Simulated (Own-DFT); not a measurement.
## Calculated data, GaN (wurtzite, atoms displaced)

Computed with Own-DFT development build. A calculation, not a measurement: plane-wave PBE density functional theory by an unreviewed code, no spin, of a simulated periodic cell, stress positive in tension, free energy of the whole cell less one offset for each atom, forces on such cells passed a denser k mesh, this cell's mesh not checked; offsets are fitted by least squares, one for each functional and potential file, so energies compare only between cells with the same atoms and settings and are not formation energies; the far tail of each file's local potential was reset to the Coulomb form; each entry is a single point on an unrelaxed cell, so the pressure reflects the starting lattice, mostly measured values (interpolated for alloys), from which strain is counted, and rises with the displacements; printed positions are rounded, which can move forces by about a meV/angstrom; the program, named Own-DFT, is a retired in-house code; no spin-orbit coupling.

Settings shared by all entries: functional PBE; potential files PseudoDojo norm-conserving, scalar-relativistic, standard set with the stringent files for Ga; wave cutoff 96 hartree; occupations Gaussian; smearing width 0.01 eV; k mesh 3 x 4 x 3 centred on Gamma.

```yaml
- entry: 1
  formula: GaN
  kind: "wurtzite, atoms displaced"
  structure:
    cell_angstrom: [[12.756, 0.0, 0.0], [-4.7835, 8.2853, 0.0], [0.0, 0.0, 10.37]]
    atoms_fractional:
      - [Ga, 0.08253, 0.22379, 0.00029]
      - [Ga, 0.16566, 0.10912, 0.25099]
      - ["N", 0.08314, 0.21707, 0.18975]
      - ["N", 0.16686, 0.11191, 0.43418]
      - [Ga, 0.08117, 0.22031, 0.50026]
      - [Ga, 0.16835, 0.11425, 0.74902]
      - ["N", 0.08498, 0.22556, 0.68473]
      - ["N", 0.16628, 0.11284, 0.93749]
      - [Ga, 0.08294, 0.5559, 0.99948]
      - [Ga, 0.16941, 0.4498, 0.25137]
      - ["N", 0.08566, 0.55713, 0.19096]
      - ["N", 0.16617, 0.44564, 0.44094]
      - [Ga, 0.08344, 0.55623, 0.49988]
      - [Ga, 0.16772, 0.44397, 0.75219]
      - ["N", 0.08023, 0.55169, 0.6891]
      - ["N", 0.16978, 0.44406, 0.94253]
      - [Ga, 0.08402, 0.88932, 0.00119]
      - [Ga, 0.1693, 0.77896, 0.24901]
      - ["N", 0.08172, 0.88659, 0.1906]
      - ["N", 0.16954, 0.77743, 0.43538]
      - [Ga, 0.0818, 0.88861, 0.49852]
      - [Ga, 0.16454, 0.77665, 0.74931]
      - ["N", 0.08355, 0.88827, 0.68899]
      - ["N", 0.16757, 0.77814, 0.93997]
      - [Ga, 0.33067, 0.22347, 0.00257]
      - [Ga, 0.41943, 0.11625, 0.25058]
      - ["N", 0.33508, 0.21864, 0.1902]
      - ["N", 0.41684, 0.11344, 0.4398]
      - [Ga, 0.32931, 0.22087, 0.50177]
      - [Ga, 0.41623, 0.1096, 0.7504]
      - ["N", 0.33182, 0.22279, 0.68762]
      - ["N", 0.41856, 0.11318, 0.94127]
      - [Ga, 0.3326, 0.55761, 0.00149]
      - [Ga, 0.41468, 0.44058, 0.24911]
      - ["N", 0.33144, 0.55763, 0.18319]
      - ["N", 0.41606, 0.44463, 0.43739]
      - [Ga, 0.33549, 0.55608, 0.49839]
      - [Ga, 0.41406, 0.44099, 0.75324]
      - ["N", 0.33229, 0.55617, 0.68755]
      - ["N", 0.41787, 0.44753, 0.94001]
      - [Ga, 0.3339, 0.8892, 3.0e-05]
      - [Ga, 0.4204, 0.78143, 0.24988]
      - ["N", 0.33299, 0.89409, 0.18848]
      - ["N", 0.42063, 0.77697, 0.43887]
      - [Ga, 0.33143, 0.88618, 0.50019]
      - [Ga, 0.41439, 0.78065, 0.74861]
      - ["N", 0.33423, 0.89083, 0.69112]
      - ["N", 0.41563, 0.77851, 0.93772]
      - [Ga, 0.5816, 0.22201, 0.00021]
      - [Ga, 0.66554, 0.11408, 0.24918]
      - ["N", 0.58275, 0.21708, 0.19096]
      - ["N", 0.66632, 0.1108, 0.43801]
      - [Ga, 0.5844, 0.2261, 0.49939]
      - [Ga, 0.66814, 0.11161, 0.74946]
      - ["N", 0.58377, 0.22299, 0.69036]
      - ["N", 0.66751, 0.10972, 0.93723]
      - [Ga, 0.58271, 0.55403, 0.99855]
      - [Ga, 0.66606, 0.44491, 0.25316]
      - ["N", 0.58633, 0.55941, 0.19036]
      - ["N", 0.66698, 0.44262, 0.43912]
      - [Ga, 0.58295, 0.55656, 0.4991]
      - [Ga, 0.66959, 0.44568, 0.75169]
      - ["N", 0.58337, 0.55502, 0.68783]
      - ["N", 0.66487, 0.44271, 0.94075]
      - [Ga, 0.58376, 0.88952, 0.99833]
      - [Ga, 0.66904, 0.78169, 0.25014]
      - ["N", 0.58451, 0.88816, 0.18864]
      - ["N", 0.66553, 0.77495, 0.43919]
      - [Ga, 0.58267, 0.89069, 0.49829]
      - [Ga, 0.66729, 0.77963, 0.75033]
      - ["N", 0.58687, 0.89269, 0.68979]
      - ["N", 0.66594, 0.77595, 0.93922]
      - [Ga, 0.83502, 0.22407, 0.00108]
      - [Ga, 0.917, 0.11209, 0.24945]
      - ["N", 0.83387, 0.22477, 0.18731]
      - ["N", 0.91929, 0.11349, 0.43828]
      - [Ga, 0.83045, 0.22272, 0.4989]
      - [Ga, 0.917, 0.11143, 0.75044]
      - ["N", 0.83265, 0.22428, 0.689]
      - ["N", 0.91472, 0.10776, 0.93733]
      - [Ga, 0.83455, 0.5559, 0.00165]
      - [Ga, 0.91846, 0.44632, 0.24657]
      - ["N", 0.83594, 0.55769, 0.18793]
      - ["N", 0.91952, 0.44853, 0.43611]
      - [Ga, 0.83286, 0.5584, 0.49823]
      - [Ga, 0.91676, 0.44281, 0.74755]
      - ["N", 0.83074, 0.55448, 0.69015]
      - ["N", 0.91588, 0.44311, 0.93869]
      - [Ga, 0.83252, 0.88903, 0.99797]
      - [Ga, 0.91756, 0.78013, 0.25114]
      - ["N", 0.83522, 0.88968, 0.18712]
      - ["N", 0.91799, 0.77697, 0.43813]
      - [Ga, 0.83229, 0.88404, 0.49827]
      - [Ga, 0.918, 0.77664, 0.75035]
      - ["N", 0.83356, 0.89081, 0.68946]
      - ["N", 0.9139, 0.77642, 0.9374]
  results:
    "free_energy_of_cell_above_offsets [eV]": "-10.462"
    "pressure [GPa]": 5.39
    "stress_xx [GPa]": -5.41
    "stress_yy [GPa]": -5.27
    "stress_zz [GPa]": -5.5
    "stress_yz [GPa]": 0.12
    "stress_xz [GPa]": -0.27
    "stress_xy [GPa]": -0.49
    force_element: [Ga, Ga, "N", "N", Ga, Ga, "N", "N", Ga, Ga, "N", "N", Ga, Ga, "N", "N", Ga, Ga, "N", "N", Ga, Ga, "N", "N", Ga, Ga, "N", "N", Ga, Ga, "N", "N", Ga, Ga, "N", "N", Ga, Ga, "N", "N", Ga, Ga, "N", "N", Ga, Ga, "N", "N", Ga, Ga, "N", "N", Ga, Ga, "N", "N", Ga, Ga, "N", "N", Ga, Ga, "N", "N", Ga, Ga, "N", "N", Ga, Ga, "N", "N", Ga, Ga, "N", "N", Ga, Ga, "N", "N", Ga, Ga, "N", "N", Ga, Ga, "N", "N", Ga, Ga, "N", "N", Ga, Ga, "N", "N"]
    "force_x [eV/angstrom]": [0.078, 0.297, -0.277, -0.258, 0.347, -0.415, -0.073, 0.02, 0.226, -0.052, -0.2, 0.45, 0.063, -0.198, 0.529, -0.956, -0.389, -0.308, 0.372, -0.697, 0.765, 0.34, -0.084, -0.245, 0.6, 0.085, -0.969, -0.001, 0.59, 0.039, 0.403, -0.809, 0.548, 0.039, 0.747, 0.163, -0.445, 0.273, 0.275, -0.352, -0.03, -0.599, 0.836, -1.0, 0.561, 1.115, -0.661, 0.205, 0.719, 0.966, -0.462, -0.215, -0.102, -0.346, -0.049, -0.218, 0.15, 0.369, -0.382, -0.237, -0.014, -0.892, -0.165, 0.467, -0.038, 0.115, -0.099, 0.069, 0.729, -0.002, -0.665, -0.086, -0.293, -0.01, 0.081, -0.824, 0.744, -0.042, 0.45, 0.167, -0.424, -0.015, -0.48, -0.553, 0.535, -0.522, 0.798, 0.219, 0.046, -0.045, -0.272, -0.339, -0.298, -0.561, 0.423, 0.652]
    "force_y [eV/angstrom]": [-0.473, -0.019, 0.995, -0.315, 0.523, -0.394, -0.451, -0.21, -0.086, -0.911, -0.057, -0.071, -0.052, 0.181, 0.597, 0.01, -0.064, 0.04, 0.207, 0.093, 0.148, -0.153, 0.31, -0.034, -0.042, -0.822, 0.515, -0.262, 0.259, 0.673, -0.203, -0.201, 0.244, 0.727, 0.02, -0.321, -0.212, 0.797, 0.114, -0.467, 0.261, -0.202, -0.311, 0.142, 0.569, -0.376, -0.282, 0.021, -0.084, -0.572, 1.192, 0.195, -0.74, 0.137, -0.047, 0.4, 0.297, 0.008, -0.569, 0.621, -0.446, -0.306, -0.053, 0.19, -0.155, -0.308, 0.481, 0.572, -0.021, -0.41, -0.507, 0.121, -0.459, 0.013, -0.288, -0.659, 0.263, 0.174, -0.292, 0.704, -0.084, 0.059, -0.151, -0.385, -0.612, 0.173, 0.33, 0.287, -0.306, -0.342, 0.11, 0.15, 0.814, 0.141, -0.267, 0.17]
    "force_z [eV/angstrom]": [0.284, -0.493, -0.25, 0.976, -0.419, 0.122, 0.818, 0.105, 0.257, 0.109, -0.68, -0.372, 0.024, -0.183, 0.007, -0.699, -0.082, -0.056, -0.318, 0.623, 0.096, 0.261, -0.362, -0.317, -0.27, 0.44, -0.303, 0.113, -0.449, 0.233, 0.281, -0.446, -0.603, -0.128, 1.316, -0.029, 0.333, -0.468, 0.195, 0.086, 0.169, -0.184, 0.078, -0.201, -0.07, 0.215, -0.633, -0.013, 0.099, 0.141, -0.509, -0.137, 0.569, 0.189, -0.289, 0.372, 0.528, -0.714, -0.219, -0.047, 0.328, 0.077, 0.245, -0.103, 0.087, -0.016, -0.185, -0.216, 0.661, -0.056, -0.421, -0.122, -0.329, 0.099, 0.27, -0.024, 0.041, -0.391, -0.365, 0.149, -0.244, 0.486, 0.351, 0.219, 0.414, 0.43, -0.57, -0.198, 0.257, -0.401, 0.148, 0.006, 0.43, -0.022, -0.348, 0.219]
- entry: 2
  formula: GaN
  kind: "wurtzite, atoms displaced"
  structure:
    cell_angstrom: [[12.756, 0.0, 0.0], [-4.7835, 8.2853, 0.0], [0.0, 0.0, 10.37]]
    atoms_fractional:
      - [Ga, 0.0836, 0.22338, 0.99668]
      - [Ga, 0.16754, 0.11251, 0.25029]
      - ["N", 0.08458, 0.22253, 0.1877]
      - ["N", 0.16703, 0.11262, 0.4402]
      - [Ga, 0.08365, 0.22294, 0.49735]
      - [Ga, 0.16654, 0.11554, 0.75122]
      - ["N", 0.08546, 0.22678, 0.68937]
      - ["N", 0.16467, 0.11125, 0.93644]
      - [Ga, 0.08378, 0.55099, 0.99739]
      - [Ga, 0.16861, 0.44101, 0.248]
      - ["N", 0.08403, 0.55427, 0.18743]
      - ["N", 0.16886, 0.44683, 0.43771]
      - [Ga, 0.08511, 0.55741, 0.50324]
      - [Ga, 0.16708, 0.44423, 0.74804]
      - ["N", 0.08015, 0.55346, 0.69179]
      - ["N", 0.17065, 0.447, 0.93389]
      - [Ga, 0.08381, 0.88976, 0.00134]
      - [Ga, 0.16946, 0.78112, 0.2485]
      - ["N", 0.08624, 0.89143, 0.18983]
      - ["N", 0.16623, 0.77635, 0.43974]
      - [Ga, 0.08307, 0.89024, 0.497]
      - [Ga, 0.16017, 0.7751, 0.75201]
      - ["N", 0.08439, 0.89153, 0.68865]
      - ["N", 0.16725, 0.77797, 0.94045]
      - [Ga, 0.33302, 0.22116, 0.99674]
      - [Ga, 0.41578, 0.10866, 0.2487]
      - ["N", 0.33027, 0.21789, 0.18933]
      - ["N", 0.41913, 0.11349, 0.43608]
      - [Ga, 0.33642, 0.22422, 0.49871]
      - [Ga, 0.41758, 0.11271, 0.7472]
      - ["N", 0.33082, 0.2228, 0.68947]
      - ["N", 0.41491, 0.10945, 0.93463]
      - [Ga, 0.33488, 0.55649, 0.99871]
      - [Ga, 0.41511, 0.44303, 0.25003]
      - ["N", 0.3325, 0.5539, 0.18815]
      - ["N", 0.41988, 0.44362, 0.44214]
      - [Ga, 0.33386, 0.55503, 0.49799]
      - [Ga, 0.41433, 0.44173, 0.75016]
      - ["N", 0.3342, 0.55392, 0.68636]
      - ["N", 0.41394, 0.4442, 0.93645]
      - [Ga, 0.33449, 0.88705, 0.99914]
      - [Ga, 0.41831, 0.78173, 0.24898]
      - ["N", 0.3302, 0.88675, 0.19089]
      - ["N", 0.41542, 0.77835, 0.44013]
      - [Ga, 0.3333, 0.88983, 0.49878]
      - [Ga, 0.41648, 0.78187, 0.75294]
      - ["N", 0.33494, 0.89282, 0.68674]
      - ["N", 0.41756, 0.77628, 0.94028]
      - [Ga, 0.58355, 0.22082, 0.99992]
      - [Ga, 0.66785, 0.11173, 0.25037]
      - ["N", 0.5843, 0.22247, 0.18814]
      - ["N", 0.6656, 0.11181, 0.43583]
      - [Ga, 0.58636, 0.22784, 0.49885]
      - [Ga, 0.66916, 0.11209, 0.75215]
      - ["N", 0.58226, 0.22417, 0.68836]
      - ["N", 0.66726, 0.11144, 0.93812]
      - [Ga, 0.58416, 0.55708, 0.99824]
      - [Ga, 0.66568, 0.4426, 0.25028]
      - ["N", 0.58189, 0.55251, 0.19047]
      - ["N", 0.66791, 0.4454, 0.44022]
      - [Ga, 0.58233, 0.55624, 0.50254]
      - [Ga, 0.66812, 0.44398, 0.74807]
      - ["N", 0.58138, 0.55425, 0.68759]
      - ["N", 0.66528, 0.44359, 0.93929]
      - [Ga, 0.58096, 0.88883, 0.9982]
      - [Ga, 0.66487, 0.77353, 0.2482]
      - ["N", 0.58797, 0.89573, 0.1898]
      - ["N", 0.66829, 0.77814, 0.43853]
      - [Ga, 0.58408, 0.89169, 0.50018]
      - [Ga, 0.6682, 0.77905, 0.75135]
      - ["N", 0.58518, 0.88968, 0.68539]
      - ["N", 0.66631, 0.77743, 0.9401]
      - [Ga, 0.83531, 0.22305, 0.00161]
      - [Ga, 0.92, 0.11363, 0.25008]
      - ["N", 0.83857, 0.22429, 0.18555]
      - ["N", 0.916, 0.11161, 0.43797]
      - [Ga, 0.8332, 0.22317, 0.49944]
      - [Ga, 0.91253, 0.10749, 0.75022]
      - ["N", 0.83049, 0.22093, 0.68915]
      - ["N", 0.91581, 0.11047, 0.93621]
      - [Ga, 0.83299, 0.55938, 0.99905]
      - [Ga, 0.91428, 0.4422, 0.24945]
      - ["N", 0.83465, 0.55962, 0.1906]
      - ["N", 0.91569, 0.44574, 0.43552]
      - [Ga, 0.83285, 0.55646, 0.50169]
      - [Ga, 0.91699, 0.44537, 0.75257]
      - ["N", 0.83098, 0.55446, 0.69044]
      - ["N", 0.91783, 0.44445, 0.9395]
      - [Ga, 0.83358, 0.88638, 0.00033]
      - [Ga, 0.91516, 0.77545, 0.24828]
      - ["N", 0.83476, 0.89022, 0.18653]
      - ["N", 0.91787, 0.77819, 0.4393]
      - [Ga, 0.83577, 0.89339, 0.49929]
      - [Ga, 0.91535, 0.77628, 0.75055]
      - ["N", 0.8331, 0.89013, 0.69112]
      - ["N", 0.91799, 0.77706, 0.93623]
  results:
    "free_energy_of_cell_above_offsets [eV]": "-10.477"
    "pressure [GPa]": 5.37
    "stress_xx [GPa]": -5.01
    "stress_yy [GPa]": -5.68
    "stress_zz [GPa]": -5.43
    "stress_yz [GPa]": -0.03
    "stress_xz [GPa]": 0.05
    "stress_xy [GPa]": -0.08
    force_element: [Ga, Ga, "N", "N", Ga, Ga, "N", "N", Ga, Ga, "N", "N", Ga, Ga, "N", "N", Ga, Ga, "N", "N", Ga, Ga, "N", "N", Ga, Ga, "N", "N", Ga, Ga, "N", "N", Ga, Ga, "N", "N", Ga, Ga, "N", "N", Ga, Ga, "N", "N", Ga, Ga, "N", "N", Ga, Ga, "N", "N", Ga, Ga, "N", "N", Ga, Ga, "N", "N", Ga, Ga, "N", "N", Ga, Ga, "N", "N", Ga, Ga, "N", "N", Ga, Ga, "N", "N", Ga, Ga, "N", "N", Ga, Ga, "N", "N", Ga, Ga, "N", "N", Ga, Ga, "N", "N", Ga, Ga, "N", "N"]
    "force_x [eV/angstrom]": [-0.083, -0.188, 0.058, 0.217, 0.013, 0.07, -0.74, 0.31, -0.073, -0.91, -0.019, -0.27, -0.304, 0.164, 0.363, -0.285, 0.178, -0.699, -0.539, -0.067, 0.358, 0.946, -0.525, -0.031, -0.198, 0.022, 0.511, -0.078, -0.321, -0.438, 0.548, 0.42, -0.16, 0.223, 0.434, -0.751, 0.194, 0.175, -0.438, 0.728, -0.577, 0.176, 1.043, 0.468, -0.039, 0.333, -0.427, -0.309, -0.328, 0.326, -0.106, 0.298, -0.119, -0.864, 0.678, 0.056, -0.359, 0.15, -0.097, -0.257, 0.573, -0.891, 0.339, 0.236, 0.826, 0.206, -0.372, -0.22, 0.051, -0.443, -0.292, -0.061, -0.162, -0.211, -0.741, 0.159, -0.221, 0.577, 0.539, 0.138, 0.377, 0.617, -0.193, 0.333, 0.263, -0.377, 0.654, -0.484, -0.1, 0.333, -0.14, -0.423, -0.079, 0.268, 0.258, -0.194]
    "force_y [eV/angstrom]": [0.04, -0.286, -0.185, 0.079, 0.265, -0.527, -0.782, -0.083, 0.559, 0.645, 0.053, -0.328, -0.32, 0.401, 0.239, -0.302, 0.033, -1.203, -0.269, 0.341, -0.083, 0.659, -0.137, -0.182, -0.007, 0.382, 0.596, -0.163, -0.449, -0.012, -0.199, 0.034, -0.377, -0.201, 0.582, 0.2, 0.168, 0.383, 0.684, -0.016, 0.263, -0.415, 0.482, -0.001, 0.125, -0.484, -0.677, 0.22, 0.109, 0.534, -0.196, 0.207, -0.679, -0.226, -0.242, -0.035, -0.538, 0.261, 0.067, 0.368, 0.327, -0.033, 0.225, 0.093, 0.334, 0.593, -1.052, 0.117, -0.366, -0.462, 0.063, 0.202, -0.136, -0.364, -0.352, 0.32, 0.151, 0.872, 0.48, -0.092, -0.656, 0.658, -0.872, -0.075, 0.072, -0.474, 0.231, 0.046, 0.443, 0.8, -0.134, 0.067, -0.707, 0.438, -0.354, 0.226]
    "force_z [eV/angstrom]": [0.182, 0.197, -0.317, -0.391, 0.614, -0.476, -0.477, 0.487, 0.581, 0.286, 0.035, -0.033, -0.543, -0.151, -0.39, 0.527, -0.039, 0.453, -0.131, -0.261, 0.542, -0.171, -0.15, -0.151, 0.381, 0.079, -0.496, 0.232, 0.427, 0.003, -0.348, 0.608, 0.293, 0.224, -0.118, -0.902, 0.326, -0.288, 0.294, 0.427, 0.158, 0.402, -0.813, -0.537, 0.186, -1.004, 0.379, -0.193, -0.148, -0.2, -0.089, 0.406, 0.236, -0.476, -0.133, 0.245, 0.272, 0.191, -0.558, -0.347, -0.244, 0.413, 0.649, -0.203, 0.543, 0.374, -0.53, -0.114, -0.351, -0.302, 0.899, -0.134, -0.454, -0.175, 0.608, -0.015, 0.031, -0.179, -0.293, 0.415, 0.326, -0.21, -0.637, 0.742, -0.199, -0.15, -0.23, 0.0, -0.179, 0.505, 0.338, -0.182, 0.19, -0.44, -0.568, 0.413]
```
